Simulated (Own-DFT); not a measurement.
# Strain and stress in grey tin, 32 atoms (Sn32)

These are calculations, not measurements. They come from Own-DFT, an in-house plane-wave density functional program, since retired, whose code no person has reviewed. Each row is one single-point run on a periodic cell that was not relaxed, without spin or spin-orbit coupling.

Settings of every run: PBE; PseudoDojo norm-conserving scalar-relativistic files; cutoff 42 hartree; 3 x 3 x 5 k mesh centred on Gamma; cold (Marzari-Vanderbilt) smearing of 0.2 eV.

Known limits: forces on such cells failed a check on a denser k mesh; stress not checked against mesh or cutoff.

Unstrained cell vectors in Å: (12.978, 0.000, 0.000); (0.000, 12.978, 0.000); (0.000, 0.000, 6.489). The unstrained cell has measured lattice constants (interpolated for alloys), not those of this functional. That, the random moves and any unrelaxed bonds set the pressure at no strain. Each run strains this cell uniformly, with the atoms carried along. Every atom was also moved at random, by a Gaussian of width 0.05 Å on each axis. Strain is the symmetric tensor, in per cent. Stress is positive in tension, and the pressure is minus a third of its trace.

```
run  e_xx (%)  e_yy (%)  e_zz (%)  s_xx (GPa)  s_yy (GPa)  s_zz (GPa)  P (GPa)  E (meV/atom)
  1     -1.50     -1.50      0.00       -5.35       -5.43       -5.06     5.28          49.3
  2      1.25      1.25      0.00       -2.24       -2.33       -2.71     2.43          12.5
  3     -1.00     -1.00      0.00       -4.77       -4.79       -4.38     4.65          38.2
  4      2.25      2.25      0.00       -1.33       -1.31       -1.81     1.48           0.0
  5      1.75      1.75      0.00       -1.72       -1.73       -2.22     1.89           0.2
  6      0.75      0.75      0.00       -2.92       -2.85       -2.95     2.91          19.5
  7     -2.50     -2.50      0.00       -6.77       -6.75       -5.89     6.47          66.3
  8     -2.00     -2.00      0.00       -6.22       -6.12       -5.65     5.99          70.7
  9     -0.50     -0.50      0.00           ?           ?           ?        ?             ?
```

E is the free energy for each atom above the lowest run shown.

## Worked fit

The change of volume is close to e_xx + e_yy + e_zz. A straight line through the runs shown gives P = 3.77 - 53 x (fractional change of volume) GPa, with an error of 1 on the slope and a scatter of 0.11 GPa. The strain isn't the same on all axes, but the crystal is cubic, so the slope still estimates the bulk modulus, averaged over pressures from 1.5 to 6.5 GPa.

## Withheld run

Question: what pressure should run 9 give? Its volume changes by -1.00 %.

The line gives 4.3 GPa. The calculation gave 4.17 GPa.
